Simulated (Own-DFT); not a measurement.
# Computed records: Hf16O31 (monoclinic hafnia with two neutral oxygen vacancies, atoms displaced)

All values are calculated (Own-DFT development build). A calculation, not a measurement: plane-wave PBE and HSE06 DFT by an unreviewed code, no spin, of a simulated cell at Gamma alone, so results move with cell size and shape, stress positive in tension, energies less offsets, not probed for a lower state with spin; hafnium file: forces about 75 meV/angstrom off all-electron values; oxygen file: force components 24 meV/angstrom off all-electron in a glass; k mesh not checked against a denser one; forces and stress are PBE's, HSE06 gives the energy alone, and its difference from PBE has offsets of its own; offsets are fitted by least squares, one for each functional and potential file, so energies compare only between cells with the same atoms and settings and are not formation energies; the far tail of each file's local potential was reset to the Coulomb form; each entry is a single point on an unrelaxed cell, so the pressure reflects the starting lattice, mostly measured values, from which strain is counted, and rises with the displacements; printed positions are rounded, which can move forces by about a meV/angstrom; the program is a retired in-house code; no spin-orbit coupling.

```json
{"formula": "Hf16O31", "kind": "monoclinic hafnia with two neutral oxygen vacancies, atoms displaced", "structure": {"cell_angstrom": [[10.234, 0.0, 0.0], [0.0, 10.35, 0.0], [-1.6955, 0.0, 10.4453]], "atoms_fractional": [["Hf", 0.1367, 0.01745, 0.09673], ["Hf", 0.36083, 0.2694, 0.1461], ["Hf", 0.35855, 0.47759, 0.3957], ["Hf", 0.13697, 0.23488, 0.35664], ["O", 0.03401, 0.17027, 0.17027], ["O", 0.4638, 0.41841, 0.07613], ["O", 0.46179, 0.33395, 0.32791], ["O", 0.0356, 0.08696, 0.42455], ["O", 0.22639, 0.37504, 0.2377], ["O", 0.27695, 0.13241, 0.01804], ["O", 0.27363, 0.11608, 0.26512], ["O", 0.22097, 0.37155, 0.49495], ["Hf", 0.13645, 0.01974, 0.60611], ["Hf", 0.36701, 0.27091, 0.64682], ["Hf", 0.36339, 0.48212, 0.89607], ["Hf", 0.14154, 0.22875, 0.8506], ["O", 0.04055, 0.16939, 0.67292], ["O", 0.46019, 0.41549, 0.57497], ["O", 0.4615, 0.33127, 0.82293], ["O", 0.03787, 0.08393, 0.92032], ["O", 0.22061, 0.37975, 0.74099], ["O", 0.27305, 0.13341, 0.50809], ["O", 0.27733, 0.11889, 0.76175], ["O", 0.22364, 0.37043, 0.99043], ["Hf", 0.13675, 0.52539, 0.10319], ["Hf", 0.36154, 0.77105, 0.14849], ["Hf", 0.36271, 0.98208, 0.39609], ["Hf", 0.13111, 0.73272, 0.35459], ["O", 0.03388, 0.66889, 0.17122], ["O", 0.47085, 0.91634, 0.07806], ["O", 0.46498, 0.83634, 0.33095], ["O", 0.03836, 0.58281, 0.42103], ["O", 0.22462, 0.87467, 0.24302], ["O", 0.27582, 0.62745, 0.00922], ["O", 0.2724, 0.61803, 0.2606], ["Hf", 0.13922, 0.52079, 0.60204], ["Hf", 0.36169, 0.77764, 0.6467], ["Hf", 0.36286, 0.97911, 0.90098], ["Hf", 0.13455, 0.73528, 0.85357], ["O", 0.03779, 0.66782, 0.67474], ["O", 0.4704, 0.91565, 0.57131], ["O", 0.45934, 0.83424, 0.83044], ["O", 0.03892, 0.58587, 0.92535], ["O", 0.22504, 0.87532, 0.73796], ["O", 0.27534, 0.62575, 0.7605], ["O", 0.22343, 0.87313, 0.98933], ["Hf", 0.63846, 0.02111, 0.10444], ["Hf", 0.86148, 0.26522, 0.14672], ["Hf", 0.86167, 0.48464, 0.39465], ["Hf", 0.64018, 0.2306, 0.35619], ["O", 0.53954, 0.16881, 0.17164], ["O", 0.95589, 0.4164, 0.07518], ["O", 0.96105, 0.32622, 0.32674], ["O", 0.53213, 0.08663, 0.42316], ["O", 0.72411, 0.37936, 0.24467], ["O", 0.77437, 0.12452, 0.01382], ["O", 0.77678, 0.11902, 0.26344], ["O", 0.72626, 0.36998, 0.48945], ["Hf", 0.64011, 0.01542, 0.60307], ["Hf", 0.85963, 0.27417, 0.65118], ["Hf", 0.86482, 0.48129, 0.89513], ["Hf", 0.63987, 0.231, 0.85923], ["O", 0.53565, 0.16333, 0.67177], ["O", 0.96741, 0.41529, 0.58127], ["O", 0.9608, 0.33271, 0.82136], ["O", 0.53745, 0.08129, 0.92068], ["O", 0.72717, 0.37968, 0.74141], ["O", 0.76966, 0.13047, 0.50796], ["O", 0.77486, 0.11868, 0.75968], ["O", 0.72298, 0.37065, 0.98936], ["Hf", 0.64056, 0.52547, 0.11002], ["Hf", 0.86119, 0.77352, 0.14505], ["Hf", 0.86348, 0.9794, 0.39667], ["Hf", 0.63959, 0.73295, 0.3541], ["O", 0.53715, 0.66645, 0.17262], ["O", 0.96064, 0.9108, 0.07543], ["O", 0.95689, 0.83679, 0.32618], ["O", 0.53624, 0.58576, 0.42627], ["O", 0.72435, 0.88411, 0.24626], ["O", 0.77431, 0.63242, 0.01329], ["O", 0.77679, 0.62043, 0.2622], ["O", 0.72426, 0.86993, 0.48367], ["Hf", 0.63627, 0.5184, 0.59944], ["Hf", 0.86352, 0.76662, 0.64093], ["Hf", 0.85828, 0.97906, 0.89665], ["Hf", 0.63979, 0.73355, 0.85651], ["O", 0.53562, 0.67355, 0.67157], ["O", 0.95981, 0.92007, 0.57209], ["O", 0.96284, 0.83033, 0.82346], ["O", 0.53763, 0.58017, 0.92679], ["O", 0.72655, 0.87923, 0.74071], ["O", 0.76589, 0.63817, 0.51312], ["O", 0.77653, 0.61859, 0.76262], ["O", 0.72767, 0.87189, 0.98947]]}, "settings": {"first_functional": "PBE", "second_functional": "HSE06", "exact_exchange_share": 0.25, "screening [1/bohr]": 0.11, "exchange_divergence": "Gygi-Baldereschi", "potential_files": "PseudoDojo norm-conserving, scalar-relativistic, made for PBE, standard set", "wave_cutoff [hartree]": 48.0, "occupations": "fixed", "k_mesh": "1 x 1 x 1 centred on Gamma"}, "results": {"PBE_stress_xx [GPa]": null, "PBE_stress_zz [GPa]": null}}
```

## Withheld values
1. What PBE stress xx does the calculation give for Hf16O31 (monoclinic hafnia with two neutral oxygen vacancies, atoms displaced)?
2. Give the missing PBE stress zz for Hf16O31 (monoclinic hafnia with two neutral oxygen vacancies, atoms displaced).
3. Give the table of force values for Hf16O31 (monoclinic hafnia with two neutral oxygen vacancies, atoms displaced).

Answers
1. -3.87 GPa
2. -4.26 GPa
3. 
Force:
```
element  x (eV/Å)  y (eV/Å)  z (eV/Å)
     Hf    -0.478     1.122     1.866
     Hf     0.501     0.786     0.273
     Hf     0.452     0.205     -0.37
     Hf     0.259    -1.283     -0.38
      O     0.595    -0.932    -0.344
      O     0.116    -0.245     0.404
      O     0.422    -0.075     0.292
      O    -0.097    -0.429    -0.018
      O     -0.74     0.561     0.344
      O     0.007    -1.077    -1.014
      O    -0.147     0.601    -1.019
      O     0.216     0.625    -0.777
     Hf     0.289     0.815      -0.7
     Hf     -0.76    -0.804    -0.122
     Hf    -0.326    -0.318     0.055
     Hf    -0.181     0.898     0.328
      O    -0.643    -0.138      -0.2
      O     0.841     0.684     0.069
      O     0.556     0.178     0.817
      O    -0.635    -0.687     0.136
      O     0.421     0.075    -0.081
      O     0.131    -0.573     0.742
      O     0.067    -0.248      0.37
      O    -0.084     0.152    -0.197
     Hf     0.018     -1.34     0.057
     Hf     0.366    -0.196     0.351
     Hf    -0.535    -0.133     0.193
     Hf      1.12     0.333     0.037
      O    -0.317     0.136     0.047
      O    -1.091    -0.684     0.132
      O     0.416     -0.77    -0.867
      O    -0.558    -0.227    -0.125
      O    -0.326     0.202    -0.468
      O     0.124     0.769     0.609
      O     0.107     0.372      0.44
     Hf     0.329     0.202     1.225
     Hf     0.408    -1.049    -0.516
     Hf     0.573     0.551     -0.77
     Hf     0.854    -1.233    -0.373
      O    -0.597    -0.007    -0.727
      O    -1.002    -0.496      0.78
      O     0.923    -0.178     0.292
      O    -0.638    -0.186    -0.291
      O    -0.658     0.909    -0.191
      O     0.269    -0.443    -0.385
      O     0.056    -0.009     0.397
     Hf    -0.084     0.383      0.88
     Hf    -0.084     0.784     0.141
     Hf     0.378    -1.969     0.428
     Hf    -0.397    -0.545    -0.229
      O    -0.297     0.023    -0.093
      O     1.164     0.615     0.395
      O    -0.464     1.448     0.653
      O     0.293     0.167     -0.15
      O     0.061      0.37    -0.382
      O     0.521     0.208    -0.515
      O     0.012     0.499    -0.428
      O    -0.172      1.03     0.418
     Hf    -0.154     1.356    -0.336
     Hf     0.549    -0.901    -1.387
     Hf    -0.375    -0.566     0.357
     Hf    -0.449    -0.152    -1.006
      O     0.137     0.157     0.179
      O    -0.402     0.616    -0.836
      O     0.764     0.207     1.315
      O    -0.274     0.047     0.155
      O    -0.822    -0.002    -0.257
      O      0.51    -0.113     0.609
      O     0.163     0.243     0.592
      O    -0.134    -0.073    -0.003
     Hf    -0.328    -1.581    -1.088
     Hf    -0.554     -0.55     0.295
     Hf    -0.683     1.557    -0.195
     Hf    -0.999     0.101     0.039
      O    -0.698     0.756     0.323
      O      1.39      1.16    -0.247
      O     1.415    -1.143     0.037
      O    -0.796    -0.364    -0.689
      O    -0.212    -0.698    -1.316
      O      0.18    -0.049    -0.129
      O      0.16     0.455     0.269
      O    -0.105     0.519      0.99
     Hf    -0.741     0.762     1.129
     Hf    -0.117     0.871     1.123
     Hf     0.697     0.189    -0.874
     Hf    -0.774    -1.264    -0.752
      O     0.316    -0.679     0.168
      O     0.537    -0.631     1.186
      O     -0.36      0.83     0.509
      O     0.374     0.865     -0.62
      O    -0.094    -0.432    -0.051
      O     1.128    -1.515    -0.665
      O    -0.088     0.613    -0.307
      O    -0.713     -0.02     0.047
```

Further results for Hf16O31 (monoclinic hafnia with two neutral oxygen vacancies, atoms displaced):

* PBE energy of cell above offsets: -91.416 eV
* HSE06 less PBE above offsets: 0.428 eV
* PBE pressure: 4.04 GPa
* PBE stress yy: -4 GPa
* PBE stress yz: -0.09 GPa
* PBE stress xz: -0.55 GPa
* PBE stress xy: -0.27 GPa
